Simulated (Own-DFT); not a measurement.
## Calculated data, InP (zincblende, strained, atoms displaced)

A calculation, not a measurement: plane-wave PBE density functional theory by an unreviewed code, no spin, of a simulated periodic cell, stress positive in tension, free energy of the whole cell less one offset for each atom, forces on such cells moved up to 12 meV/angstrom on a denser k mesh; offsets are fitted by least squares, one for each functional and potential file, so energies compare only between cells with the same atoms and settings and are not formation energies; the far tail of each file's local potential was reset to the Coulomb form; each entry is a single point on an unrelaxed cell, so the pressure reflects the starting lattice, mostly measured values (interpolated for alloys), from which strain is counted, and rises with the displacements; printed positions are rounded, which can move forces by about a meV/angstrom; the program, named Own-DFT, is a retired in-house code; no spin-orbit coupling; before rounding, a Quantum ESPRESSO 7.3.1 run of the same cell and cutoff gave forces within 1 meV/angstrom rms on each cell, which checks the program and not the settings. Program: Own-DFT development build.

```json
{"formula": "InP", "kind": "zincblende, strained, atoms displaced", "structure": {"cell_angstrom": [[11.5516, 0.2124, 0.2239], [0.2124, 11.9431, 0.0435], [0.2239, 0.0435, 11.5267]], "atoms_fractional": [["In", 0.00315, 0.99434, 0.9951], ["In", 0.99882, 0.24399, 0.2567], ["In", 0.24686, 0.99725, 0.24985], ["In", 0.25903, 0.24942, 0.0038], ["P", 0.12363, 0.13227, 0.11872], ["P", 0.12832, 0.37327, 0.37098], ["P", 0.37292, 0.1221, 0.37233], ["P", 0.37242, 0.37768, 0.12511], ["In", 0.0008, 0.00202, 0.50196], ["In", 0.99345, 0.24775, 0.75031], ["In", 0.24763, 0.00466, 0.74785], ["In", 0.25043, 0.24766, 0.49901], ["P", 0.13324, 0.12388, 0.62551], ["P", 0.12145, 0.37147, 0.87108], ["P", 0.36872, 0.12857, 0.87603], ["P", 0.37666, 0.36536, 0.62593], ["In", 0.00428, 0.50011, 0.00191], ["In", 0.00314, 0.74739, 0.25116], ["In", 0.25507, 0.4999, 0.24921], ["In", 0.25759, 0.74323, 1e-05], ["P", 0.12502, 0.61778, 0.12517], ["P", 0.1321, 0.86815, 0.37204], ["P", 0.38026, 0.63234, 0.3737], ["P", 0.3696, 0.87573, 0.13033], ["In", 0.99414, 0.50415, 0.50588], ["In", 0.99597, 0.75748, 0.75602], ["In", 0.25665, 0.50227, 0.74986], ["In", 0.25799, 0.7444, 0.50309], ["P", 0.12762, 0.61866, 0.62127], ["P", 0.1232, 0.87381, 0.88237], ["P", 0.37221, 0.62103, 0.87348], ["P", 0.37085, 0.88029, 0.62267], ["In", 0.49111, 0.99885, 0.99949], ["In", 0.50373, 0.25194, 0.24635], ["In", 0.7557, 0.9988, 0.24757], ["In", 0.74466, 0.24946, 0.99864], ["P", 0.62154, 0.11923, 0.12262], ["P", 0.62517, 0.37852, 0.37671], ["P", 0.87452, 0.11984, 0.38199], ["P", 0.86946, 0.38194, 0.11945], ["In", 0.49976, 0.00492, 0.50326], ["In", 0.50606, 0.25077, 0.74709], ["In", 0.74961, 0.99503, 0.75543], ["In", 0.7513, 0.24407, 0.50422], ["P", 0.62895, 0.12415, 0.62966], ["P", 0.62468, 0.37226, 0.87432], ["P", 0.88433, 0.12842, 0.86791], ["P", 0.87935, 0.37409, 0.62165], ["In", 0.49672, 0.50324, 0.99934], ["In", 0.50351, 0.74785, 0.24507], ["In", 0.74672, 0.49926, 0.24932], ["In", 0.74863, 0.7443, 0.00316], ["P", 0.62189, 0.62734, 0.11974], ["P", 0.61573, 0.87808, 0.37905], ["P", 0.8801, 0.62801, 0.38345], ["P", 0.86706, 0.86875, 0.12935], ["In", 0.49265, 0.50467, 0.50302], ["In", 0.50159, 0.74721, 0.74934], ["In", 0.74506, 0.50309, 0.74584], ["In", 0.74876, 0.74672, 0.50051], ["P", 0.62348, 0.6179, 0.62087], ["P", 0.62939, 0.87234, 0.87822], ["P", 0.88085, 0.62818, 0.87116], ["P", 0.87548, 0.86819, 0.62603]]}, "settings": {"functional": "PBE", "potential_files": "PseudoDojo norm-conserving, scalar-relativistic, standard set", "wave_cutoff [hartree]": 36.0, "occupations": "Fermi-Dirac", "smearing_width [eV]": 0.1, "k_mesh": "3 x 3 x 3 centred on Gamma"}, "results": {"free_energy_of_cell_above_offsets [eV]": "-31.586", "pressure [GPa]": 5.06, "stress_xx [GPa]": -5.43, "stress_yy [GPa]": -4.14, "stress_zz [GPa]": -5.62, "stress_yz [GPa]": 0.26, "stress_xz [GPa]": 2.93, "stress_xy [GPa]": 2.45, "force_element": ["In", "In", "In", "In", "P", "P", "P", "P", "In", "In", "In", "In", "P", "P", "P", "P", "In", "In", "In", "In", "P", "P", "P", "P", "In", "In", "In", "In", "P", "P", "P", "P", "In", "In", "In", "In", "P", "P", "P", "P", "In", "In", "In", "In", "P", "P", "P", "P", "In", "In", "In", "In", "P", "P", "P", "P", "In", "In", "In", "In", "P", "P", "P", "P"], "force_x [eV/angstrom]": [-1.103, -0.234, -0.565, -1.164, -0.117, -0.577, 0.398, 0.892, 0.783, 1.551, 0.142, 0.056, -1.472, 0.735, 1.092, -0.218, -0.2, 0.013, -0.404, -0.894, 0.313, -0.731, -0.128, 0.602, 1.222, 1.254, -0.859, -0.839, -0.172, 1.42, 0.771, 0.547, 0.259, -0.214, -1.016, 0.698, 0.344, -0.21, -0.137, 0.4, -0.219, -0.424, 0.64, -0.194, -0.084, -0.221, -1.723, -0.923, 0.347, -0.137, 0.251, 0.62, 0.107, 1.096, -0.618, 1.199, 0.058, -0.095, 0.893, -0.5, -0.297, -0.923, -0.757, -0.333], "force_y [eV/angstrom]": [1.29, 1.026, 1.277, 1.268, -1.274, 0.174, 0.055, -0.579, -0.773, 1.115, -0.532, 0.566, 0.267, -0.089, -0.844, 0.623, 0.04, 0.391, 0.67, 0.907, 0.425, 0.057, -1.276, -0.968, -0.515, -0.33, -0.774, 0.862, 0.696, -1.052, 0.063, -0.905, 0.02, 0.209, 0.516, -0.167, -0.13, -0.746, -0.154, -1.316, 0.566, 0.05, 0.576, 1.238, -0.882, 0.464, -1.575, -0.41, -0.361, 1.248, 0.838, 0.513, -1.21, -0.731, -0.541, -0.362, -0.658, 0.742, -0.394, 0.956, 0.57, -0.318, -1.04, 0.623], "force_z [eV/angstrom]": [1.511, -0.332, 0.265, 0.087, 0.273, 0.428, -0.478, -0.486, 0.426, -0.8, 1.276, -0.094, -0.547, 0.01, -1.11, -0.505, -0.402, 0.173, 0.998, 0.866, -0.21, 0.526, -0.717, -1.049, -0.399, -0.355, -0.022, 0.459, 0.589, -1.376, -0.626, 0.324, -0.001, 0.69, 1.061, 0.321, -0.258, 0.127, -1.011, 0.225, 0.317, 0.95, -0.071, -0.007, -0.388, -0.32, 1.253, 0.195, 0.179, 0.638, 0.52, -0.352, 0.08, -0.754, -1.494, -0.972, -0.061, 0.061, 0.79, 0.187, -0.141, -0.079, 0.283, -0.671]}}
```
